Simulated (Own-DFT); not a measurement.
## Calculated data, SiC (2H silicon carbide, atoms displaced)

All values are calculated (Own-DFT development build). A calculation, not a measurement: plane-wave PBE density functional theory by an unreviewed code, no spin, of a simulated periodic cell, stress positive in tension, free energy of the whole cell less one offset for each atom, some atoms lie very close together; forces on such cells passed a denser k mesh, this cell's mesh not checked; offsets are fitted by least squares, one for each functional and potential file, so energies compare only between cells with the same atoms and settings and are not formation energies; the far tail of each file's local potential was reset to the Coulomb form; each entry is a single point on an unrelaxed cell, so the pressure reflects the starting lattice, mostly measured values (interpolated for alloys), from which strain is counted, and rises with the displacements; printed positions are rounded, which can move forces by about a meV/angstrom; the program, named Own-DFT, is a retired in-house code; no spin-orbit coupling; before rounding, a Quantum ESPRESSO 7.3.1 run of the same cell and cutoff gave forces within 1 meV/angstrom rms on each cell, which checks the program and not the settings.

Settings shared by all entries: functional PBE; potential files PseudoDojo norm-conserving, scalar-relativistic, standard set; wave cutoff 42 hartree; occupations Fermi-Dirac; smearing width 0.1 eV; k mesh 5 x 5 x 3 centred on Gamma.

```json
{"entry": 1, "formula": "SiC", "kind": "2H silicon carbide, atoms displaced", "structure": {"cell_angstrom": [[6.1654, 0.0, 0.0], [-3.0827, 5.3394, 0.0], [0.0, 0.0, 10.0681]], "atoms_fractional": [["Si", 0.01536, 0.9968, 0.99305], ["Si", 0.13701, 0.29537, 0.24277], ["C", 0.99841, 0.97777, 0.19702], ["C", 0.16475, 0.30254, 0.44956], ["Si", 0.00403, 0.97951, 0.4959], ["Si", 0.13506, 0.32002, 0.75686], ["C", 0.99685, 0.02993, 0.6925], ["C", 0.18257, 0.3533, 0.94012], ["Si", 0.98797, 0.52244, 0.98845], ["Si", 0.14785, 0.83373, 0.25883], ["C", 0.9948, 0.5039, 0.17679], ["C", 0.19067, 0.8445, 0.44205], ["Si", 0.01747, 0.50333, 0.4917], ["Si", 0.15797, 0.78479, 0.74792], ["C", 0.9981, 0.50047, 0.68132], ["C", 0.16418, 0.86058, 0.92966], ["Si", 0.48839, 0.99037, 0.00835], ["Si", 0.64494, 0.33073, 0.25552], ["C", 0.50565, 0.04208, 0.17267], ["C", 0.65345, 0.32, 0.44152], ["Si", 0.48564, 0.0067, 0.48896], ["Si", 0.6815, 0.34841, 0.75301], ["C", 0.47986, 0.96125, 0.6796], ["C", 0.67758, 0.35058, 0.92645], ["Si", 0.49871, 0.48888, 0.9915], ["Si", 0.66914, 0.80773, 0.25607], ["C", 0.50706, 0.51787, 0.19663], ["C", 0.64865, 0.81504, 0.44206], ["Si", 0.49638, 0.47854, 0.51857], ["Si", 0.69495, 0.82511, 0.76674], ["C", 0.4963, 0.52025, 0.67086], ["C", 0.693, 0.83223, 0.91298]]}, "results": {"free_energy_of_cell_above_offsets [eV]": "10.135", "pressure [GPa]": 15.89, "stress_xx [GPa]": -8.43, "stress_yy [GPa]": -14.19, "stress_zz [GPa]": -25.06, "stress_yz [GPa]": -6.77, "stress_xz [GPa]": 0.48, "stress_xy [GPa]": -0.39, "force_element": ["Si", "Si", "C", "C", "Si", "Si", "C", "C", "Si", "Si", "C", "C", "Si", "Si", "C", "C", "Si", "Si", "C", "C", "Si", "Si", "C", "C", "Si", "Si", "C", "C", "Si", "Si", "C", "C"], "force_x [eV/angstrom]": [-5.163, 0.328, -3.43, -1.152, -3.941, 3.215, 2.413, -2.613, 2.788, 5.427, -0.113, -4.66, -0.231, -0.194, -0.748, 5.763, 1.334, 1.875, 0.117, 1.723, 7.124, -2.902, 0.454, -0.529, 0.711, -2.103, -1.633, 1.334, -0.716, -3.278, 1.038, -2.238], "force_y [eV/angstrom]": [2.693, 4.973, 0.979, 2.241, 0.567, 3.651, -5.72, -1.322, -0.364, -2.222, -0.557, -4.426, -2.303, 8.479, -3.629, -3.901, 0.909, 2.23, -3.954, 2.978, -0.849, -3.175, 2.517, -2.325, 2.866, 4.619, -5.548, 0.452, 0.567, 0.206, -0.695, 0.062], "force_z [eV/angstrom]": [2.086, 1.869, -3.785, -2.872, 3.074, -0.914, -2.441, -0.089, 2.471, -1.49, 2.296, -2.725, 0.753, 0.32, -0.789, -0.718, -5.518, -0.649, 4.701, -1.147, 4.856, -4.377, 1.453, 2.175, 1.677, 1.803, -3.924, -1.157, -10.27, -18.8, 12.7, 19.43]}}
{"entry": 2, "formula": "SiC", "kind": "2H silicon carbide, atoms displaced", "structure": {"cell_angstrom": [[6.1654, 0.0, 0.0], [-3.0827, 5.3394, 0.0], [0.0, 0.0, 10.0681]], "atoms_fractional": [["Si", 0.01887, 0.02944, 0.99599], ["Si", 0.17418, 0.3108, 0.25882], ["C", 0.97855, 0.97949, 0.20134], ["C", 0.14244, 0.31157, 0.43187], ["Si", 0.00593, 0.03055, 0.50596], ["Si", 0.17387, 0.31196, 0.75221], ["C", 0.99563, 0.9873, 0.69578], ["C", 0.19088, 0.34605, 0.92347], ["Si", 0.99968, 0.50077, 0.00059], ["Si", 0.19817, 0.8501, 0.24299], ["C", 0.03488, 0.52482, 0.2079], ["C", 0.17251, 0.84899, 0.43169], ["Si", 0.0114, 0.52719, 0.50974], ["Si", 0.17331, 0.82419, 0.75394], ["C", 0.97409, 0.46835, 0.67915], ["C", 0.13146, 0.82324, 0.93984], ["Si", 0.50059, 0.01319, 0.99261], ["Si", 0.65461, 0.32715, 0.24391], ["C", 0.49343, 0.97745, 0.18394], ["C", 0.65132, 0.31964, 0.44908], ["Si", 0.47878, 0.02931, 0.51986], ["Si", 0.64711, 0.33092, 0.77652], ["C", 0.50956, 0.01974, 0.69623], ["C", 0.64567, 0.32637, 0.92042], ["Si", 0.4813, 0.50214, 0.00869], ["Si", 0.6618, 0.84191, 0.23304], ["C", 0.48064, 0.50283, 0.18102], ["C", 0.67122, 0.84665, 0.42883], ["Si", 0.5099, 0.48721, 0.51617], ["Si", 0.6429, 0.82101, 0.74544], ["C", 0.51319, 0.48193, 0.69455], ["C", 0.66477, 0.83783, 0.93193]]}, "results": {"free_energy_of_cell_above_offsets [eV]": "7.646", "pressure [GPa]": 12.42, "stress_xx [GPa]": -5.87, "stress_yy [GPa]": -8.1, "stress_zz [GPa]": -23.28, "stress_yz [GPa]": 3.32, "stress_xz [GPa]": 0.28, "stress_xy [GPa]": 0.69, "force_element": ["Si", "Si", "C", "C", "Si", "Si", "C", "C", "Si", "Si", "C", "C", "Si", "Si", "C", "C", "Si", "Si", "C", "C", "Si", "Si", "C", "C", "Si", "Si", "C", "C", "Si", "Si", "C", "C"], "force_x [eV/angstrom]": [-2.054, -2.942, 3.839, 1.088, -0.621, -2.088, -0.06, -3.068, -0.096, -4.875, -1.898, -0.496, -0.122, -1.91, 1.878, 3.058, -0.172, 1.64, -0.354, 1.368, 2.998, 3.78, -0.94, 0.975, 2.39, 1.406, 2.466, -0.732, -2.433, 2.364, -3.947, -0.442], "force_y [eV/angstrom]": [-2.69, 1.222, 2.885, 6.001, -6.093, 1.148, -0.355, -0.146, -0.176, -1.675, -4.647, 0.217, -2.04, -1.119, 1.669, 0.888, -2.629, 1.37, 6.022, 3.553, -4.232, 0.09, -2.292, 1.063, 1.756, -3.025, -1.32, -1.154, 2.637, 0.868, 1.868, 0.336], "force_z [eV/angstrom]": [1.128, -0.944, -4.129, 2.645, -0.282, -3.581, -1.013, 3.736, 0.823, 3.421, -3.393, 2.115, -4.417, -0.852, 5.106, -0.283, 0.197, 2.337, -3.506, -3.019, -3.166, -18.98, 1.08, 20.84, -3.434, 5.221, 2.001, 2.587, -3.96, 0.462, -0.225, 1.479]}}
```
